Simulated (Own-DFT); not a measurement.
# Misfit strain and the stress it brings: wurtzite AlN, 72 atoms (Al36N36)

The numbers are computed, not measured, by runs of the plane-wave DFT program Own-DFT (in-house, retired, unreviewed) at fixed positions, with no spin and no spin-orbit coupling.

Common settings: PBE; PseudoDojo norm-conserving scalar-relativistic files; cutoff 42 hartree; 3 x 3 x 2 k mesh centred on Gamma; Fermi-Dirac smearing of 0.1 eV.

Caveats: forces on such cells moved up to 12 meV/angstrom on a denser k mesh; stress not checked against mesh or cutoff.

Unstrained cell vectors in Å: (9.336, 0.000, 0.000); (-4.668, 8.085, 0.000); (0.000, 0.000, 9.964). The unstrained cell has measured lattice constants (interpolated for alloys), not those of this functional. That, the random moves and any unrelaxed bonds set the pressure at no strain. Each run strains x and y alike by e, as a substrate would, and holds the height along z. Random moves of width 0.05 Å per axis were added to every atom. Stress is positive in tension.

```
e (%),u (Å),(s_xx + s_yy)/2 (GPa),s_zz (GPa)
-2.50,0.049,-21.61,-9.23
-2.00,0.048,-16.84,-11.41
-1.75,0.052,-16.85,-8.61
-1.25,0.049,-13.69,-7.46
-1.00,0.048,-11.03,-7.54
-0.75,0.047,-10.30,-7.00
0.75,0.050,-0.66,-5.62
1.25,0.047,?,?
2.00,0.050,5.13,-3.96
2.25,0.046,6.42,-1.37
```

## Working it out

With e as a fraction, the in-plane stress is -5.4 + 581 e - 2364 e² GPa (errors 14 and 1135, scatter 0.67), and s_zz is -6.2 + 160 e GPa (slope ± 23, scatter 1.12). At e = 0 the first slope is C11 + C12 and the second 2 C13, both with the ions held to the strained lattice and at the cell's own pressure. A free layer would change its height as e changes, and the in-plane slope would drop by 2 C13²/C33 to the biaxial modulus. At fixed height, a misfit of 1 % moves the in-plane stress by about 5.8 GPa and s_zz by 1.6 GPa.

## Withheld run

Q: what are the two stresses at e = 1.25 %?

The fitted form gives 1.5 and -4.2 GPa. Computed: 1.03 and -3.55 GPa.
